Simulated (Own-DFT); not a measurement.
Simulation results for Al3GaN4 (wurtzite random alloy, strained, atoms displaced)

All values are calculated (Own-DFT development build). A calculation, not a measurement: plane-wave PBE density functional theory by an unreviewed code, no spin, of a simulated periodic cell, stress positive in tension, free energy of the whole cell less one offset for each atom, forces on such cells passed a denser k mesh, this cell's mesh not checked; offsets are fitted by least squares, one for each functional and potential file, so energies compare only between cells with the same atoms and settings and are not formation energies; the far tail of each file's local potential was reset to the Coulomb form; each entry is a single point on an unrelaxed cell, so the pressure reflects the starting lattice, mostly measured values, from which strain is counted, and rises with the displacements; printed positions are rounded, which can move forces by about a meV/angstrom; the program is a retired in-house code; no spin-orbit coupling.

Common to all runs: functional PBE; potential files PseudoDojo norm-conserving, scalar-relativistic, standard set with the stringent files for Ga; wave cutoff 96 hartree; occupations Gaussian; smearing width 0.01 eV; k mesh 4 x 4 x 3 centred on Gamma.

```yaml
- entry: 1
  formula: Al3GaN4
  kind: "wurtzite random alloy, strained, atoms displaced"
  structure:
    cell_angstrom: [[9.3938, 0.0, 0.0], [-4.6969, 8.1352, 0.0], [0.0, 0.0, 10.3171]]
    atoms_fractional:
      - [Al, 0.11517, 0.22735, 0.99691]
      - [Al, 0.22534, 0.11037, 0.24665]
      - ["N", 0.10138, 0.20939, 0.19323]
      - ["N", 0.22541, 0.10933, 0.44125]
      - [Ga, 0.1117, 0.21849, 0.49282]
      - [Ga, 0.23165, 0.11625, 0.75229]
      - ["N", 0.11113, 0.21511, 0.68585]
      - ["N", 0.22706, 0.11358, 0.94495]
      - [Al, 0.11102, 0.54842, 0.00149]
      - [Ga, 0.22118, 0.43414, 0.24497]
      - ["N", 0.10813, 0.55197, 0.19578]
      - ["N", 0.22041, 0.43507, 0.4415]
      - [Ga, 0.10614, 0.56008, 0.5082]
      - [Al, 0.22236, 0.44725, 0.7524]
      - ["N", 0.10899, 0.55233, 0.68439]
      - ["N", 0.21878, 0.44055, 0.93832]
      - [Al, 0.10829, 0.89357, 0.9932]
      - [Al, 0.22622, 0.79227, 0.24806]
      - ["N", 0.10902, 0.88777, 0.19312]
      - ["N", 0.21743, 0.773, 0.44026]
      - [Al, 0.11695, 0.90182, 0.50261]
      - [Al, 0.22304, 0.78519, 0.76103]
      - ["N", 0.10985, 0.87316, 0.68483]
      - ["N", 0.22307, 0.77568, 0.93926]
      - [Al, 0.4329, 0.21125, 0.9959]
      - [Al, 0.554, 0.10207, 0.24308]
      - ["N", 0.45129, 0.22739, 0.18995]
      - ["N", 0.54832, 0.11247, 0.43988]
      - [Al, 0.45265, 0.2345, 0.49975]
      - [Al, 0.55603, 0.10625, 0.74623]
      - ["N", 0.4445, 0.22426, 0.68886]
      - ["N", 0.53987, 0.09883, 0.94476]
      - [Al, 0.44823, 0.56069, 0.01203]
      - [Ga, 0.55476, 0.4334, 0.25072]
      - ["N", 0.44646, 0.56745, 0.19014]
      - ["N", 0.55799, 0.44888, 0.43164]
      - [Al, 0.44599, 0.5571, 0.50546]
      - [Ga, 0.56154, 0.4332, 0.74757]
      - ["N", 0.44063, 0.54546, 0.69275]
      - ["N", 0.55419, 0.44059, 0.94261]
      - [Al, 0.4413, 0.89539, 2.0e-05]
      - [Al, 0.56192, 0.78384, 0.2514]
      - ["N", 0.44331, 0.88691, 0.19152]
      - ["N", 0.55901, 0.77064, 0.44541]
      - [Ga, 0.44599, 0.89673, 0.49652]
      - [Al, 0.5475, 0.77192, 0.75292]
      - ["N", 0.45015, 0.89327, 0.69052]
      - ["N", 0.55438, 0.77858, 0.93484]
      - [Al, 0.77424, 0.22399, 0.0012]
      - [Al, 0.88892, 0.0974, 0.24947]
      - ["N", 0.77336, 0.21321, 0.19419]
      - ["N", 0.89125, 0.11735, 0.43756]
      - [Al, 0.7779, 0.22216, 0.50283]
      - [Al, 0.88616, 0.10782, 0.75064]
      - ["N", 0.78612, 0.22741, 0.69331]
      - ["N", 0.88373, 0.10192, 0.94357]
      - [Ga, 0.77885, 0.55037, 0.99581]
      - [Ga, 0.88123, 0.43538, 0.24421]
      - ["N", 0.78449, 0.57019, 0.19318]
      - ["N", 0.88516, 0.43858, 0.44257]
      - [Al, 0.76777, 0.54306, 0.49924]
      - [Al, 0.87944, 0.42649, 0.76013]
      - ["N", 0.76866, 0.55363, 0.68598]
      - ["N", 0.88034, 0.45034, 0.93254]
      - [Al, 0.77944, 0.8878, 0.00088]
      - [Al, 0.88564, 0.7803, 0.25083]
      - ["N", 0.7767, 0.88837, 0.18707]
      - ["N", 0.88748, 0.7819, 0.43904]
      - [Al, 0.77738, 0.8905, 0.50378]
      - [Al, 0.87569, 0.77401, 0.75193]
      - ["N", 0.77394, 0.88815, 0.69603]
      - ["N", 0.88823, 0.78471, 0.95429]
  results:
    "free_energy_of_cell_above_offsets [eV]": "-22.297"
    "pressure [GPa]": 1.83
    "stress_xx [GPa]": -3.09
    "stress_yy [GPa]": -6.54
    "stress_zz [GPa]": 4.14
    "stress_yz [GPa]": -0.29
    "stress_xz [GPa]": 0.3
    "stress_xy [GPa]": -0.26
    force_element: [Al, Al, "N", "N", Ga, Ga, "N", "N", Al, Ga, "N", "N", Ga, Al, "N", "N", Al, Al, "N", "N", Al, Al, "N", "N", Al, Al, "N", "N", Al, Al, "N", "N", Al, Ga, "N", "N", Al, Ga, "N", "N", Al, Al, "N", "N", Ga, Al, "N", "N", Al, Al, "N", "N", Al, Al, "N", "N", Ga, Ga, "N", "N", Al, Al, "N", "N", Al, Al, "N", "N", Al, Al, "N", "N"]
    "force_x [eV/angstrom]": [-0.704, -0.078, 1.385, 1.211, -0.064, -1.539, -1.149, -1.902, -0.78, -0.754, 0.211, 0.485, 0.909, 0.108, -0.186, 0.304, 0.801, 0.2, -0.202, -0.417, 0.013, 1.076, -1.747, -0.912, 1.927, -0.625, -0.441, 1.278, -0.898, -0.192, 2.126, 1.142, 0.256, -0.303, 0.771, -0.52, -0.679, -2.42, -0.437, -1.035, 1.286, -0.431, 0.113, -0.571, 0.024, 0.546, -0.654, -0.222, 0.188, -1.408, 0.348, -1.277, 0.058, 1.08, -1.026, -0.187, -2.747, 0.135, 0.083, -1.188, 1.073, 0.282, 2.627, 3.872, -1.818, 0.731, -0.201, 0.379, 0.495, 1.579, -0.354, 0.967]
    "force_y [eV/angstrom]": [-1.52, -0.201, 0.218, 0.908, 0.127, -1.475, 0.661, -0.688, 1.011, 1.139, 1.004, 2.266, -1.035, -0.89, 0.103, 0.63, -0.926, -2.709, 0.965, 2.001, -2.735, -1.555, 1.32, -0.055, 2.499, 1.34, -3.335, 1.577, -1.243, 0.575, -1.905, 2.921, -0.111, 3.288, -0.825, -0.562, -1.057, 1.746, 1.121, -0.637, -2.926, -0.82, 0.035, 1.284, -2.02, -0.162, -0.841, -0.08, -1.111, 1.42, -0.72, -1.912, 0.051, 0.029, -2.442, 2.18, 1.981, 1.363, -2.03, -0.182, 2.177, 3.766, 0.587, -2.478, -0.103, 0.396, -0.458, -0.208, -0.013, 0.039, -0.023, -0.741]
    "force_z [eV/angstrom]": [0.795, 0.897, -1.738, -1.273, 1.281, -0.447, 1.427, -0.588, 0.662, 1.803, -2.057, -0.45, -1.998, -1.111, 4.099, 0.365, 1.642, 1.271, -1.348, -1.152, -0.339, -2.084, 1.222, 0.979, 1.48, 1.361, -1.474, -0.765, -0.275, 0.667, -1.311, -1.551, -2.07, -0.465, -0.084, 2.228, -0.366, 1.946, -0.39, 0.229, 0.671, 0.866, -0.751, -1.094, 0.72, -0.422, 0.551, 1.427, 0.292, 0.796, -1.732, -0.119, -0.632, 0.395, -0.594, -0.69, 2.328, 1.697, -0.912, -0.119, -0.276, -2.565, -0.01, 1.099, 0.381, 0.893, -0.035, 0.421, 0.007, -0.075, -0.779, -2.759]
- entry: 2
  formula: Al3GaN4
  kind: "wurtzite random alloy, strained, atoms displaced"
  structure:
    cell_angstrom: [[9.3938, 0.0, 0.0], [-4.6969, 8.1352, 0.0], [0.0, 0.0, 10.3171]]
    atoms_fractional:
      - [Al, 0.107, 0.2228, 0.99677]
      - [Al, 0.21333, 0.10829, 0.24961]
      - ["N", 0.10835, 0.21582, 0.18963]
      - ["N", 0.22831, 0.11379, 0.44199]
      - [Ga, 0.11205, 0.21942, 0.4964]
      - [Al, 0.21463, 0.10533, 0.74667]
      - ["N", 0.11301, 0.23333, 0.68927]
      - ["N", 0.22165, 0.11391, 0.93844]
      - [Al, 0.10088, 0.54709, 0.99574]
      - [Ga, 0.20823, 0.43081, 0.24739]
      - ["N", 0.10692, 0.55662, 0.18869]
      - ["N", 0.21977, 0.44455, 0.4442]
      - [Al, 0.10848, 0.55684, 0.50599]
      - [Al, 0.22241, 0.44502, 0.75039]
      - ["N", 0.11027, 0.54515, 0.68456]
      - ["N", 0.21944, 0.44497, 0.9308]
      - [Al, 0.12036, 0.88487, 0.00018]
      - [Al, 0.22606, 0.78203, 0.24974]
      - ["N", 0.10882, 0.88737, 0.19238]
      - ["N", 0.21562, 0.7786, 0.44911]
      - [Al, 0.10722, 0.89608, 0.50563]
      - [Ga, 0.22083, 0.77685, 0.75642]
      - ["N", 0.10782, 0.88824, 0.69244]
      - ["N", 0.22498, 0.7769, 0.94771]
      - [Ga, 0.44289, 0.21987, 0.99815]
      - [Ga, 0.55384, 0.11391, 0.25704]
      - ["N", 0.44167, 0.23173, 0.18492]
      - ["N", 0.55573, 0.10724, 0.4397]
      - [Ga, 0.43564, 0.21074, 0.50333]
      - [Al, 0.55274, 0.11627, 0.75094]
      - ["N", 0.43318, 0.2102, 0.68545]
      - ["N", 0.55766, 0.12039, 0.93667]
      - [Al, 0.43946, 0.54774, 0.00388]
      - [Al, 0.56187, 0.447, 0.24993]
      - ["N", 0.44231, 0.54724, 0.18982]
      - ["N", 0.55795, 0.44766, 0.43708]
      - [Ga, 0.4484, 0.56285, 0.50542]
      - [Al, 0.54356, 0.42929, 0.74455]
      - ["N", 0.45026, 0.55523, 0.69444]
      - ["N", 0.55268, 0.43859, 0.93601]
      - [Al, 0.44253, 0.88553, 0.99649]
      - [Al, 0.55403, 0.77353, 0.24855]
      - ["N", 0.43997, 0.89194, 0.19645]
      - ["N", 0.54496, 0.77295, 0.45185]
      - [Al, 0.44775, 0.89849, 0.50105]
      - [Al, 0.53687, 0.7649, 0.75183]
      - ["N", 0.43634, 0.89113, 0.69233]
      - ["N", 0.54665, 0.77213, 0.93632]
      - [Al, 0.7704, 0.20811, 0.00475]
      - [Ga, 0.89187, 0.1092, 0.24297]
      - ["N", 0.78944, 0.22796, 0.19071]
      - ["N", 0.90543, 0.11395, 0.43716]
      - [Al, 0.77945, 0.22562, 0.50749]
      - [Al, 0.89643, 0.11712, 0.74674]
      - ["N", 0.77091, 0.22562, 0.70158]
      - ["N", 0.88968, 0.10141, 0.94423]
      - [Al, 0.77977, 0.56169, 0.00233]
      - [Ga, 0.87999, 0.44423, 0.24861]
      - ["N", 0.77092, 0.55103, 0.1818]
      - ["N", 0.89118, 0.45277, 0.44627]
      - [Al, 0.77543, 0.55919, 0.49707]
      - [Al, 0.88433, 0.44872, 0.75542]
      - ["N", 0.78778, 0.55754, 0.68038]
      - ["N", 0.899, 0.46057, 0.94627]
      - [Al, 0.77083, 0.89438, 0.98775]
      - [Al, 0.8779, 0.77488, 0.2502]
      - ["N", 0.78444, 0.89627, 0.19611]
      - ["N", 0.89005, 0.7855, 0.44893]
      - [Al, 0.78271, 0.88964, 0.49128]
      - [Al, 0.88031, 0.77129, 0.74366]
      - ["N", 0.77208, 0.89112, 0.69363]
      - ["N", 0.88404, 0.77098, 0.93892]
  results:
    "free_energy_of_cell_above_offsets [eV]": "-22.573"
    "pressure [GPa]": 1.77
    "stress_xx [GPa]": -4.53
    "stress_yy [GPa]": -5.36
    "stress_zz [GPa]": 4.57
    "stress_yz [GPa]": -0.45
    "stress_xz [GPa]": -0.62
    "stress_xy [GPa]": -0.16
    force_element: [Al, Al, "N", "N", Ga, Al, "N", "N", Al, Ga, "N", "N", Al, Al, "N", "N", Al, Al, "N", "N", Al, Ga, "N", "N", Ga, Ga, "N", "N", Ga, Al, "N", "N", Al, Al, "N", "N", Ga, Al, "N", "N", Al, Al, "N", "N", Al, Al, "N", "N", Al, Ga, "N", "N", Al, Al, "N", "N", Al, Ga, "N", "N", Al, Al, "N", "N", Al, Al, "N", "N", Al, Al, "N", "N"]
    "force_x [eV/angstrom]": [1.194, 1.688, 0.812, -1.402, 0.954, -0.505, 0.864, -0.728, 2.445, 0.299, 0.485, -0.301, 0.522, 0.298, -0.987, 0.028, -2.726, -1.255, -0.33, 0.513, 1.433, -0.633, -0.992, 0.188, -0.698, -0.044, 0.194, 1.066, 1.399, 0.304, 0.038, 1.541, 0.203, -1.431, -0.026, 0.463, -0.397, 1.034, -0.828, 0.025, 0.021, -0.686, 1.722, 1.173, -0.856, 1.132, 1.724, 0.183, 0.176, -0.659, -1.671, -4.006, 0.53, -1.214, 1.166, -1.274, -0.471, 1.446, -0.593, -0.411, 0.63, 1.248, -1.922, -2.251, 1.649, 1.892, -1.596, 0.611, -2.333, -0.161, 0.162, -0.067]
    "force_y [eV/angstrom]": [-0.1, 0.029, 0.014, -1.726, 1.915, 0.612, -1.772, -1.253, 1.695, 2.172, 0.529, 0.539, 0.305, 0.335, 0.625, -0.349, 0.803, -1.19, -0.149, 0.752, -1.024, -0.774, 0.067, -0.647, 0.566, 0.608, -1.106, 1.154, 2.104, -1.235, 0.797, -2.189, 0.051, -0.776, 1.294, -0.292, -2.368, 1.451, -1.116, 1.588, 0.869, 0.143, -0.722, 3.208, -2.395, 2.339, 0.532, 0.127, 1.975, 1.106, -1.319, -1.353, 0.312, -0.889, -0.122, 2.611, -1.046, 0.81, 1.575, -1.319, -0.17, -0.011, -0.746, -2.928, -3.165, 0.162, -3.198, -1.353, 0.779, 0.76, -0.101, 1.587]
    "force_z [eV/angstrom]": [0.274, 0.14, -1.912, -1.718, 1.327, 1.034, 0.483, -0.627, 1.674, 1.396, -0.714, -0.63, -0.975, -0.521, 1.689, 1.64, 0.452, 1.316, -0.324, -1.037, -0.171, -0.664, -0.388, -0.444, 0.741, -1.355, 1.579, 1.066, -0.651, 0.369, 1.361, 0.036, -0.716, 0.325, -0.431, -0.193, -0.091, 0.832, 0.147, -0.616, 0.916, 0.715, -1.581, -2.432, 0.828, -0.465, -0.327, 0.817, -0.472, 1.907, -1.151, 0.096, -0.381, 0.456, -1.265, -1.183, -1.05, 1.132, 1.102, -0.575, 0.59, -0.012, 0.796, -1.62, 1.024, 0.086, -1.698, -2.002, 1.92, 1.012, -0.548, -0.34]
- entry: 3
  formula: Al3GaN4
  kind: "wurtzite random alloy, strained, atoms displaced"
  structure:
    cell_angstrom: [[9.3938, 0.0, 0.0], [-4.6969, 8.1352, 0.0], [0.0, 0.0, 10.3171]]
    atoms_fractional:
      - [Al, 0.10717, 0.21818, 0.9981]
      - [Al, 0.22268, 0.10995, 0.25178]
      - ["N", 0.12036, 0.22366, 0.19558]
      - ["N", 0.21292, 0.09695, 0.44283]
      - [Al, 0.10159, 0.21464, 0.49796]
      - [Ga, 0.22813, 0.11471, 0.75728]
      - ["N", 0.1254, 0.23391, 0.69566]
      - ["N", 0.21996, 0.09817, 0.93772]
      - [Al, 0.11156, 0.5549, 0.01004]
      - [Al, 0.22288, 0.44416, 0.24979]
      - ["N", 0.11725, 0.55425, 0.1874]
      - ["N", 0.21954, 0.44102, 0.44151]
      - [Al, 0.10186, 0.54859, 0.50159]
      - [Al, 0.22482, 0.43929, 0.75086]
      - ["N", 0.10526, 0.55666, 0.68571]
      - ["N", 0.23165, 0.45051, 0.93902]
      - [Al, 0.11007, 0.89054, 0.99727]
      - [Al, 0.22796, 0.77451, 0.25623]
      - ["N", 0.12088, 0.90446, 0.19813]
      - ["N", 0.21968, 0.77688, 0.43494]
      - [Ga, 0.10472, 0.89162, 0.49858]
      - [Al, 0.22607, 0.77804, 0.75026]
      - ["N", 0.10984, 0.88685, 0.68916]
      - ["N", 0.21639, 0.77742, 0.94127]
      - [Ga, 0.44294, 0.21938, 0.00583]
      - [Al, 0.55801, 0.11022, 0.24782]
      - ["N", 0.43813, 0.23053, 0.19986]
      - ["N", 0.56257, 0.11203, 0.43181]
      - [Al, 0.44414, 0.21874, 0.50315]
      - [Ga, 0.54855, 0.10405, 0.75007]
      - ["N", 0.4474, 0.22092, 0.69301]
      - ["N", 0.55721, 0.11443, 0.93958]
      - [Al, 0.44584, 0.56482, 0.99956]
      - [Al, 0.55689, 0.44641, 0.24839]
      - ["N", 0.44222, 0.5589, 0.18759]
      - ["N", 0.56265, 0.45119, 0.44258]
      - [Al, 0.44229, 0.55432, 0.50072]
      - [Ga, 0.54598, 0.43125, 0.74773]
      - ["N", 0.44554, 0.56412, 0.69249]
      - ["N", 0.55659, 0.45114, 0.93606]
      - [Al, 0.45174, 0.88635, 0.00149]
      - [Al, 0.5548, 0.77466, 0.24234]
      - ["N", 0.44059, 0.88594, 0.19379]
      - ["N", 0.54765, 0.77122, 0.43976]
      - [Al, 0.44692, 0.8974, 0.49735]
      - [Al, 0.56701, 0.79004, 0.75757]
      - ["N", 0.43637, 0.88986, 0.6879]
      - ["N", 0.55536, 0.77183, 0.9393]
      - [Al, 0.77393, 0.23119, 0.00164]
      - [Al, 0.8949, 0.11159, 0.24757]
      - ["N", 0.76829, 0.22898, 0.19345]
      - ["N", 0.88382, 0.10461, 0.44387]
      - [Al, 0.77262, 0.22283, 0.49937]
      - [Al, 0.88816, 0.10468, 0.76039]
      - ["N", 0.77605, 0.22526, 0.69394]
      - ["N", 0.89128, 0.11558, 0.93148]
      - [Al, 0.78157, 0.55796, 0.99147]
      - [Ga, 0.89097, 0.44379, 0.24682]
      - ["N", 0.77816, 0.54678, 0.19341]
      - ["N", 0.89135, 0.44781, 0.44123]
      - [Ga, 0.77363, 0.55657, 0.50105]
      - [Al, 0.88442, 0.44786, 0.74945]
      - ["N", 0.78586, 0.54836, 0.67558]
      - ["N", 0.88205, 0.44298, 0.94392]
      - [Al, 0.77573, 0.89153, 0.99121]
      - [Ga, 0.89141, 0.76923, 0.24028]
      - ["N", 0.77474, 0.88883, 0.18668]
      - ["N", 0.88971, 0.77687, 0.4483]
      - [Al, 0.78433, 0.89473, 0.49905]
      - [Ga, 0.88665, 0.7693, 0.74861]
      - ["N", 0.7756, 0.8914, 0.68161]
      - ["N", 0.88432, 0.7722, 0.93527]
  results:
    "free_energy_of_cell_above_offsets [eV]": "-22.539"
    "pressure [GPa]": 1.9
    "stress_xx [GPa]": -2.33
    "stress_yy [GPa]": -6.76
    "stress_zz [GPa]": 3.39
    "stress_yz [GPa]": 0.01
    "stress_xz [GPa]": -0.29
    "stress_xy [GPa]": -1.31
    force_element: [Al, Al, "N", "N", Al, Ga, "N", "N", Al, Al, "N", "N", Al, Al, "N", "N", Al, Al, "N", "N", Ga, Al, "N", "N", Ga, Al, "N", "N", Al, Ga, "N", "N", Al, Al, "N", "N", Al, Ga, "N", "N", Al, Al, "N", "N", Al, Al, "N", "N", Al, Al, "N", "N", Al, Al, "N", "N", Al, Ga, "N", "N", Ga, Al, "N", "N", Al, Ga, "N", "N", Al, Ga, "N", "N"]
    "force_x [eV/angstrom]": [1.211, -0.097, -1.762, 0.359, 1.172, -0.582, -1.639, -1.342, 0.05, 0.503, -0.153, -0.106, 1.083, -1.054, 0.976, -1.38, 0.347, -1.335, 0.725, 0.87, 1.71, -1.515, 0.769, 1.362, -0.482, -1.706, 1.781, -1.387, -0.372, 1.089, -0.483, 0.782, 0.856, -0.385, 0.755, -2.409, -0.144, 0.244, 0.258, 0.233, -2.073, -0.19, 0.987, 0.617, 0.128, -1.216, 1.692, -0.252, 0.558, -0.857, 2.569, -0.324, 1.142, -0.121, 1.095, -0.568, -1.241, 0.727, -1.7, 0.043, 1.37, 1.939, -2.018, 1.372, 0.971, -0.54, 0.163, -1.93, -1.161, -0.083, 0.27, -0.171]
    "force_y [eV/angstrom]": [0.983, 1.041, -0.163, 4.657, 0.94, -1.204, -2.557, 1.857, 0.229, 0.045, 0.467, -0.437, 1.334, 2.781, -0.355, -1.123, -1.256, 0.398, -3.07, -0.404, -2.404, -0.936, 0.277, -0.248, 0.944, -0.184, -1.12, 0.159, 0.325, 0.966, -1.152, -1.355, -2.305, 0.661, -0.485, -2.239, 0.375, 3.22, -0.07, -0.193, 0.405, 0.495, 0.69, 1.259, -1.929, -1.639, -0.888, 2.298, -0.956, -0.173, -2.121, 1.548, 0.537, 1.59, -0.554, -0.433, -0.752, 0.618, 0.718, -1.475, 0.33, -0.933, 0.34, 0.766, -0.233, 1.339, 0.586, 0.357, -2.272, 0.325, 0.452, 1.302]
    "force_z [eV/angstrom]": [0.323, 1.591, -1.423, -1.082, 0.877, -1.491, -1.231, 1.524, -2.259, 0.921, 0.554, -0.566, 0.15, 0.223, 1.042, 0.446, 1.101, -0.402, -2.371, 0.86, 1.337, 0.036, 0.703, 0.113, 0.236, 0.612, -0.743, 0.922, -0.821, 0.483, -2.133, 1.024, 0.399, 1.019, -0.408, -1.164, 0.496, 0.294, -0.379, 1.118, 0.269, 2.085, -1.437, -0.614, -0.128, -2.184, -0.318, -0.237, 0.094, 0.732, -1.907, -1.388, 0.712, -3.721, -0.661, 3.001, 1.361, 1.918, -2.198, -0.66, -1.264, 0.31, 3.411, -0.796, 1.364, 1.781, -1.122, -1.951, -0.262, -1.074, 1.711, 1.24]
```
